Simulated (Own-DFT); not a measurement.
Simulation results for GaP (zincblende, atoms displaced)

A calculation, not a measurement: plane-wave PBE density functional theory by an unreviewed code, no spin, of a simulated periodic cell, stress positive in tension, free energy of the whole cell less one offset for each atom, forces on such cells passed a denser k mesh, this cell's mesh not checked; offsets are fitted by least squares, one for each functional and potential file, so energies compare only between cells with the same atoms and settings and are not formation energies; the far tail of each file's local potential was reset to the Coulomb form; each entry is a single point on an unrelaxed cell, so the pressure reflects the starting lattice, mostly measured values (interpolated for alloys), from which strain is counted, and rises with the displacements; printed positions are rounded, which can move forces by about a meV/angstrom; the program, named Own-DFT, is a retired in-house code; no spin-orbit coupling; before rounding, a Quantum ESPRESSO 7.3.1 run of the same cell and cutoff gave forces within 1 meV/angstrom rms on each cell, which checks the program and not the settings. Program: Own-DFT development build.

```json
{"formula": "GaP", "kind": "zincblende, atoms displaced", "structure": {"cell_angstrom": [[16.3515, 0.0, 0.0], [0.0, 10.901, 0.0], [0.0, 0.0, 10.901]], "atoms_fractional": [["Ga", 0.9979, 0.99819, 0.00272], ["Ga", 0.99877, 0.24945, 0.25036], ["Ga", 0.16792, 0.00159, 0.24909], ["Ga", 0.16607, 0.25085, 0.99978], ["P", 0.08125, 0.12361, 0.12609], ["P", 0.08245, 0.3744, 0.3756], ["P", 0.2504, 0.12846, 0.37841], ["P", 0.24834, 0.37443, 0.12626], ["Ga", 0.00034, 0.99675, 0.50026], ["Ga", 0.99939, 0.25093, 0.75177], ["Ga", 0.16657, 0.99776, 0.74789], ["Ga", 0.16776, 0.25106, 0.49882], ["P", 0.08243, 0.12439, 0.62757], ["P", 0.0839, 0.37346, 0.87777], ["P", 0.24966, 0.12279, 0.87453], ["P", 0.25023, 0.37358, 0.62397], ["Ga", 0.00089, 0.50215, 0.99996], ["Ga", 0.00025, 0.74477, 0.24916], ["Ga", 0.16549, 0.50161, 0.24418], ["Ga", 0.16797, 0.75342, 0.99892], ["P", 0.08309, 0.62555, 0.12679], ["P", 0.08561, 0.87274, 0.37339], ["P", 0.24871, 0.62703, 0.37684], ["P", 0.24915, 0.87743, 0.12499], ["Ga", 0.99898, 0.49565, 0.49805], ["Ga", 0.99981, 0.74753, 0.7463], ["Ga", 0.16659, 0.50247, 0.753], ["Ga", 0.16609, 0.75072, 0.50272], ["P", 0.08355, 0.62538, 0.62463], ["P", 0.08393, 0.87668, 0.87224], ["P", 0.24784, 0.62237, 0.87399], ["P", 0.25081, 0.87464, 0.62427], ["Ga", 0.33377, 0.00058, 0.00129], ["Ga", 0.33174, 0.24822, 0.24922], ["Ga", 0.50088, 0.99614, 0.25279], ["Ga", 0.50137, 0.24878, 0.99901], ["P", 0.41674, 0.12524, 0.12039], ["P", 0.41826, 0.37543, 0.37527], ["P", 0.58418, 0.12203, 0.37406], ["P", 0.5814, 0.37645, 0.12435], ["Ga", 0.33271, 0.00089, 0.49767], ["Ga", 0.33384, 0.24997, 0.74849], ["Ga", 0.50047, 0.00174, 0.74967], ["Ga", 0.50119, 0.24761, 0.50061], ["P", 0.41543, 0.1291, 0.62734], ["P", 0.41656, 0.37432, 0.8727], ["P", 0.5833, 0.12511, 0.87643], ["P", 0.58349, 0.37417, 0.62446], ["Ga", 0.3309, 0.5008, 0.00039], ["Ga", 0.33399, 0.74959, 0.24924], ["Ga", 0.5012, 0.49988, 0.2489], ["Ga", 0.49776, 0.75015, 0.00156], ["P", 0.41903, 0.62531, 0.12332], ["P", 0.41569, 0.87348, 0.37468], ["P", 0.5828, 0.62617, 0.37542], ["P", 0.58499, 0.87302, 0.12779], ["Ga", 0.3328, 0.50084, 0.50077], ["Ga", 0.33211, 0.74745, 0.74797], ["Ga", 0.4999, 0.50064, 0.74811], ["Ga", 0.50081, 0.74745, 0.5019], ["P", 0.41835, 0.62728, 0.62383], ["P", 0.4172, 0.87619, 0.87282], ["P", 0.58385, 0.62552, 0.87398], ["P", 0.58413, 0.87555, 0.62549], ["Ga", 0.66715, 0.99992, 0.00088], ["Ga", 0.66678, 0.24779, 0.25236], ["Ga", 0.83334, 0.00385, 0.25374], ["Ga", 0.83432, 0.24805, 0.00019], ["P", 0.74946, 0.12507, 0.12445], ["P", 0.74896, 0.37452, 0.37582], ["P", 0.91579, 0.1235, 0.37677], ["P", 0.91664, 0.37128, 0.12592], ["Ga", 0.66557, 0.99525, 0.50164], ["Ga", 0.66537, 0.25028, 0.75346], ["Ga", 0.8342, 0.00165, 0.74962], ["Ga", 0.83147, 0.24879, 0.4972], ["P", 0.75098, 0.12599, 0.62592], ["P", 0.74917, 0.37793, 0.87331], ["P", 0.91801, 0.12481, 0.87323], ["P", 0.91759, 0.37202, 0.62479], ["Ga", 0.66802, 0.50067, 0.00238], ["Ga", 0.66801, 0.75173, 0.24984], ["Ga", 0.83467, 0.49869, 0.25192], ["Ga", 0.83336, 0.74986, 0.00161], ["P", 0.74974, 0.62444, 0.12415], ["P", 0.75011, 0.87498, 0.37524], ["P", 0.91352, 0.62526, 0.3728], ["P", 0.91688, 0.87597, 0.12281], ["Ga", 0.66795, 0.50291, 0.49971], ["Ga", 0.66584, 0.75333, 0.74836], ["Ga", 0.83434, 0.50015, 0.75027], ["Ga", 0.83344, 0.75133, 0.50067], ["P", 0.75214, 0.62628, 0.62851], ["P", 0.75238, 0.87619, 0.87684], ["P", 0.91731, 0.62504, 0.8779], ["P", 0.91726, 0.87434, 0.62402]]}, "settings": {"functional": "PBE", "potential_files": "PseudoDojo norm-conserving, scalar-relativistic, standard set", "wave_cutoff [hartree]": 42.0, "occupations": "Fermi-Dirac", "smearing_width [eV]": 0.1, "k_mesh": "2 x 3 x 3 centred on Gamma"}, "results": {"free_energy_of_cell_above_offsets [eV]": "-53.561", "pressure [GPa]": 2.72, "stress_xx [GPa]": -2.73, "stress_yy [GPa]": -2.72, "stress_zz [GPa]": -2.71, "stress_yz [GPa]": 0.02, "stress_xz [GPa]": 0.06, "stress_xy [GPa]": -0.02, "force_element": ["Ga", "Ga", "Ga", "Ga", "P", "P", "P", "P", "Ga", "Ga", "Ga", "Ga", "P", "P", "P", "P", "Ga", "Ga", "Ga", "Ga", "P", "P", "P", "P", "Ga", "Ga", "Ga", "Ga", "P", "P", "P", "P", "Ga", "Ga", "Ga", "Ga", "P", "P", "P", "P", "Ga", "Ga", "Ga", "Ga", "P", "P", "P", "P", "Ga", "Ga", "Ga", "Ga", "P", "P", "P", "P", "Ga", "Ga", "Ga", "Ga", "P", "P", "P", "P", "Ga", "Ga", "Ga", "Ga", "P", "P", "P", "P", "Ga", "Ga", "Ga", "Ga", "P", "P", "P", "P", "Ga", "Ga", "Ga", "Ga", "P", "P", "P", "P", "Ga", "Ga", "Ga", "Ga", "P", "P", "P", "P"], "force_x [eV/angstrom]": [0.464, 0.127, -0.194, 0.082, 0.29, 0.284, -0.125, 0.212, 0.248, 0.29, 0.131, -0.542, 0.172, -0.193, 0.003, -0.131, -0.087, -0.22, 0.133, -0.365, 0.169, -0.385, 0.086, 0.427, -0.035, 0.038, -0.295, 0.101, -0.164, -0.39, 0.468, -0.034, -0.073, 0.526, -0.246, -0.32, 0.189, -0.282, -0.122, 0.588, 0.284, -0.411, -0.122, -0.055, 0.328, -0.045, 0.143, 0.145, 0.44, -0.219, -0.205, 0.604, -0.708, 0.221, 0.32, -0.33, 0.167, 0.229, 0.11, -0.019, -0.441, -0.273, -0.086, -0.486, -0.056, -0.177, -0.073, -0.271, 0.122, 0.073, 0.348, 0.056, 0.42, 0.214, 0.012, 0.208, -0.48, 0.283, -0.15, -0.39, -0.367, 0.0, -0.422, 0.026, 0.273, 0.101, 0.572, -0.274, -0.111, 0.369, 0.209, -0.101, -0.279, -0.34, -0.064, -0.143], "force_y [eV/angstrom]": [0.18, -0.156, 0.148, -0.5, 0.157, 0.015, -0.45, -0.003, 0.162, -0.048, 0.257, -0.031, 0.138, 0.372, 0.252, 0.401, -0.398, 0.656, -0.145, -0.139, 0.166, 0.142, -0.286, -0.247, 0.523, 0.204, -0.656, 0.02, -0.451, -0.305, 0.586, 0.075, -0.135, 0.248, 0.286, 0.334, -0.11, -0.12, 0.017, -0.349, -0.004, 0.118, 0.051, 0.148, -0.726, 0.205, -0.243, 0.143, -0.247, -0.115, 0.051, 0.233, -0.243, 0.045, -0.039, 0.178, -0.031, 0.173, -0.073, 0.492, -0.392, -0.203, 0.071, -0.045, -0.156, 0.29, -0.416, 0.181, 0.055, 0.169, 0.175, 0.529, 0.568, 0.048, -0.138, 0.081, -0.17, -0.373, -0.054, 0.185, -0.036, -0.364, -0.209, -0.014, 0.021, 0.033, -0.056, -0.308, -0.097, -0.234, -0.106, -0.076, 0.076, -0.039, 0.062, 0.016], "force_z [eV/angstrom]": [-0.556, 0.212, 0.267, 0.121, -0.082, -0.42, -0.529, -0.175, -0.133, -0.054, 0.079, 0.391, -0.43, -0.337, -0.031, 0.309, 0.225, 0.164, 0.901, -0.023, -0.705, 0.007, -0.356, 0.038, 0.133, 0.463, -0.535, -0.159, -0.149, 0.263, 0.321, -0.038, -0.387, 0.037, -0.415, -0.058, 0.775, -0.118, 0.334, 0.09, 0.349, 0.426, -0.056, -0.145, -0.511, 0.311, -0.05, -0.035, -0.042, -0.073, 0.24, -0.45, 0.268, 0.26, -0.173, -0.445, -0.18, 0.244, 0.155, -0.264, 0.177, 0.152, 0.181, -0.016, -0.008, -0.387, -0.481, -0.312, 0.164, -0.142, 0.074, -0.181, -0.111, -0.338, -0.033, 0.331, -0.034, 0.377, 0.334, -0.053, -0.338, 0.158, -0.435, -0.059, 0.419, 0.047, 0.48, 0.791, 0.279, 0.487, 0.055, -0.017, -0.347, -0.283, -0.35, 0.149]}}
```
